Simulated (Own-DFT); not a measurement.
# Point defects and the pressure they add: 4H SiC

Calculated, not measured: single-point runs of Own-DFT, a retired in-house plane-wave DFT program that no person has reviewed, on unrelaxed cells, without spin or spin-orbit coupling.

Settings: PBE; PseudoDojo norm-conserving scalar-relativistic files; cutoff 42 hartree; 4 x 4 x 3 k mesh centred on Gamma; Fermi-Dirac smearing of 0.1 eV.

Caveats (not all hold for every row): a neutral cation vacancy leaves holes that likely carry spin, which these runs leave out; some atoms lie very close together; not probed for a lower state with spin; forces on such cells failed a check on a denser k mesh; forces on such cells passed a denser k mesh, each cell not checked; stress not checked against mesh or cutoff.

All runs share one cell, with vectors in Å (9.248, 0.000, 0.000); (-4.624, 8.009, 0.000); (0.000, 0.000, 10.068) and a volume of 745.7 Å³. Atoms were moved at random from their sites; u is the rms move along one axis. The defect's site can differ from row to row.

```
cell,formula,u (Å),P (GPa)
no defect,C36Si36,0.0318,3.92
no defect,C36Si36,0.0321,3.87
no defect,C36Si36,0.0543,6.02
one C on a Si site,C37Si35,0.0461,2.95
one C on a Si site,C37Si35,0.0495,3.19
one C on a Si site,C37Si35,0.0497,3.22
one Si on a C site,C35Si37,0.0474,11.55
one Si on a C site,C35Si37,0.0484,11.77
one Si on a C site,C35Si37,0.0519,11.72
one Si on a C site,C35Si37,0.0522,?
one Si vacancy,C36Si35,0.0285,3.10
one Si vacancy,C36Si35,0.0295,3.13
one Si vacancy,C36Si35,0.0325,3.36
two Al on a Si site each,Al2C36Si34,0.0301,5.86
two Al on a Si site each,Al2C36Si34,0.0457,6.96
two Al on a Si site each,Al2C36Si34,0.0491,7.15
```

## Analysis

P = P0 + c u² + a shift for each defect gives P0 = 2.94 GPa, c = 1000 ± 63 GPa/Å² and a scatter of 0.12 GPa. The shifts, and each times the cell's volume:

- one Si on a C site: 6.32 ± 0.11 GPa, 29.4 eV
- two Al on a Si site each: 1.92 ± 0.10 GPa, 8.9 eV (4.5 eV for each of its 2 sites)
- one Si vacancy: -0.65 ± 0.11 GPa, -3.0 eV
- one C on a Si site: -2.17 ± 0.11 GPa, -10.1 eV

Against the defect-free cell, a freed cell would be larger where the shift is positive and smaller where it is negative (160.2 GPa Å³ is 1 eV). The atoms around the defects weren't relaxed, which would change these numbers.

## Check

Q: what pressure belongs in the blank (one Si on a C site, u = 0.0522 Å)?

The fitted form gives 11.98 ± 0.15 GPa. The run itself gave 12.89 GPa. That is outside the usual scatter, by luck or through something left out of the fit.
